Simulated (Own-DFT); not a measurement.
Simulation results for GaP (zincblende, strained, atoms displaced)

A calculation, not a measurement: plane-wave PBE density functional theory by an unreviewed code, no spin, of a simulated periodic cell, stress positive in tension, free energy of the whole cell less one offset for each atom, forces on such cells passed a denser k mesh, this cell's mesh not checked; offsets are fitted by least squares, one for each functional and potential file, so energies compare only between cells with the same atoms and settings and are not formation energies; the far tail of each file's local potential was reset to the Coulomb form; each entry is a single point on an unrelaxed cell, so the pressure reflects the starting lattice, mostly measured values (interpolated for alloys), from which strain is counted, and rises with the displacements; printed positions are rounded, which can move forces by about a meV/angstrom; the program, named Own-DFT, is a retired in-house code; no spin-orbit coupling. Program: Own-DFT development build.

```json
{"formula": "GaP", "kind": "zincblende, strained, atoms displaced", "structure": {"cell_angstrom": [[10.862, 0.0, 0.0], [0.0, 10.862, 0.0], [0.0, 0.0, 10.9439]], "atoms_fractional": [["Ga", 0.99838, 0.00286, 0.99682], ["Ga", 0.99637, 0.24471, 0.25234], ["Ga", 0.25169, 0.00575, 0.25027], ["Ga", 0.24895, 0.24939, 0.0045], ["P", 0.12237, 0.1301, 0.12628], ["P", 0.12413, 0.37518, 0.37312], ["P", 0.37626, 0.12212, 0.37687], ["P", 0.37222, 0.37234, 0.12575], ["Ga", 0.99891, 0.99741, 0.49949], ["Ga", 6e-05, 0.25047, 0.75056], ["Ga", 0.25423, 0.99435, 0.75252], ["Ga", 0.24907, 0.25441, 0.50377], ["P", 0.12601, 0.12685, 0.62183], ["P", 0.12217, 0.37658, 0.86758], ["P", 0.37367, 0.12509, 0.87513], ["P", 0.37645, 0.37314, 0.62086], ["Ga", 0.99762, 0.50134, 0.99873], ["Ga", 0.00319, 0.75024, 0.25234], ["Ga", 0.25087, 0.50133, 0.25184], ["Ga", 0.25212, 0.75361, 0.00417], ["P", 0.12685, 0.62709, 0.12157], ["P", 0.12233, 0.87301, 0.37168], ["P", 0.36882, 0.62234, 0.37266], ["P", 0.37302, 0.87744, 0.12459], ["Ga", 0.0096, 0.50132, 0.49964], ["Ga", 0.99861, 0.75084, 0.74823], ["Ga", 0.25357, 0.49867, 0.74895], ["Ga", 0.24908, 0.75157, 0.49256], ["P", 0.12107, 0.62465, 0.62631], ["P", 0.12134, 0.87289, 0.87958], ["P", 0.37376, 0.62834, 0.87863], ["P", 0.37513, 0.87236, 0.62249], ["Ga", 0.50369, 0.99554, 5e-05], ["Ga", 0.49594, 0.24776, 0.25284], ["Ga", 0.74702, 0.00411, 0.24907], ["Ga", 0.74903, 0.24759, 0.99846], ["P", 0.6286, 0.12582, 0.12538], ["P", 0.62673, 0.37458, 0.3747], ["P", 0.87686, 0.12412, 0.37741], ["P", 0.87347, 0.37089, 0.12378], ["Ga", 0.50092, 0.99709, 0.4962], ["Ga", 0.50271, 0.25294, 0.75317], ["Ga", 0.75094, 0.99715, 0.74928], ["Ga", 0.75237, 0.24707, 0.49854], ["P", 0.62183, 0.12694, 0.61905], ["P", 0.61999, 0.3797, 0.88047], ["P", 0.87494, 0.1257, 0.86993], ["P", 0.87206, 0.37303, 0.62759], ["Ga", 0.49797, 0.50005, 0.00305], ["Ga", 0.50084, 0.74953, 0.25244], ["Ga", 0.75162, 0.49379, 0.2512], ["Ga", 0.75574, 0.75196, 0.9991], ["P", 0.6209, 0.623, 0.12745], ["P", 0.62318, 0.87739, 0.37648], ["P", 0.87432, 0.6293, 0.37435], ["P", 0.8738, 0.86891, 0.12848], ["Ga", 0.49642, 0.50416, 0.50466], ["Ga", 0.50354, 0.75098, 0.75221], ["Ga", 0.74867, 0.50066, 0.75427], ["Ga", 0.74863, 0.7479, 0.4965], ["P", 0.62518, 0.62481, 0.62766], ["P", 0.62465, 0.87761, 0.87561], ["P", 0.87272, 0.6238, 0.87616], ["P", 0.87645, 0.87674, 0.62861]]}, "settings": {"functional": "PBE", "potential_files": "PseudoDojo norm-conserving, scalar-relativistic, standard set", "wave_cutoff [hartree]": 42.0, "occupations": "Fermi-Dirac", "smearing_width [eV]": 0.1, "hardware": "one NVIDIA H100", "k_mesh": "3 x 3 x 3 centred on Gamma"}, "results": {"stress_zz [GPa]": null}}
```

Q: Give the missing stress zz for GaP (zincblende, strained, atoms displaced).
A: -2.77 GPa

Q: Give the table of force values for GaP (zincblende, strained, atoms displaced).
A: 
Force:
```tsv
element	x (eV/Å)	y (eV/Å)	z (eV/Å)
Ga	-0.238	-0.205	0.621
Ga	0.131	0.705	-0.115
Ga	-0.442	-0.337	-0.145
Ga	-0.276	0.277	-0.861
P	0.003	-0.739	-0.107
P	0.129	-0.246	-0.098
P	-0.41	0.491	0.229
P	0.229	0.291	0.221
Ga	0.364	0.145	0.182
Ga	-0.023	-0.146	-0.582
Ga	-0.613	0.317	-0.255
Ga	-0.063	-0.48	-0.713
P	-0.026	-0.575	0.538
P	0.482	-0.056	1.057
P	0.348	-0.053	0.272
P	0.141	0.294	0.816
Ga	0.316	-0.321	0.115
Ga	-0.305	-0.465	-0.56
Ga	-0.571	-0.436	-0.744
Ga	-0.293	-0.127	-0.382
P	-0.231	-0.382	0.472
P	0.482	0.841	0.189
P	0.954	0.473	0.429
P	0.497	0.033	0.5
Ga	-1.375	-0.21	0.024
Ga	0.028	-0.233	0.471
Ga	-0.118	0.326	-0.078
Ga	-0.289	-0.26	0.771
P	1.027	0.43	-0.012
P	0.408	0.114	-0.482
P	0.159	-0.254	-0.339
P	0.142	-0.093	0.035
Ga	-0.433	0.777	0.21
Ga	0.487	0.194	-0.216
Ga	0.535	-0.568	0.207
Ga	0.055	0.218	-0.239
P	-0.828	0.032	-0.158
P	-0.54	-0.03	0.412
P	-0.355	-0.434	-0.182
P	0.343	0.188	0.017
Ga	-0.343	0.222	0.68
Ga	-0.239	-0.292	-0.278
Ga	-0.502	0.648	-0.248
Ga	-0.231	0.448	0.182
P	0.293	-0.358	0.729
P	0.571	-0.464	-0.335
P	-0.226	-0.05	0.392
P	0.312	0.429	-0.369
Ga	-0.452	0.259	0.221
Ga	-0.364	0.057	-0.174
Ga	-0.081	0.644	-0.189
Ga	-0.95	-0.381	0.223
P	0.778	0.217	-0.142
P	0.422	-0.385	-0.416
P	0.372	-0.927	-0.014
P	0.303	1.122	-0.09
Ga	0.41	-0.221	-0.649
Ga	-0.428	-0.083	-0.107
Ga	-0.041	-0.337	-0.277
Ga	0.063	0.403	0.585
P	0.085	0.138	-0.153
P	0.542	-0.459	-0.091
P	0.25	0.313	-0.282
P	-0.373	-0.44	-0.72
```

Further results for GaP (zincblende, strained, atoms displaced):

| Quantity | Value |
| --- | --- |
| free energy of cell above offsets | -35.011 eV |
| pressure | 3.14 GPa |
| stress xx | -3.32 GPa |
| stress yy | -3.33 GPa |
| stress yz | -0.61 GPa |
| stress xz | 0.05 GPa |
| stress xy | -0.23 GPa |
| wall time | 487 s |
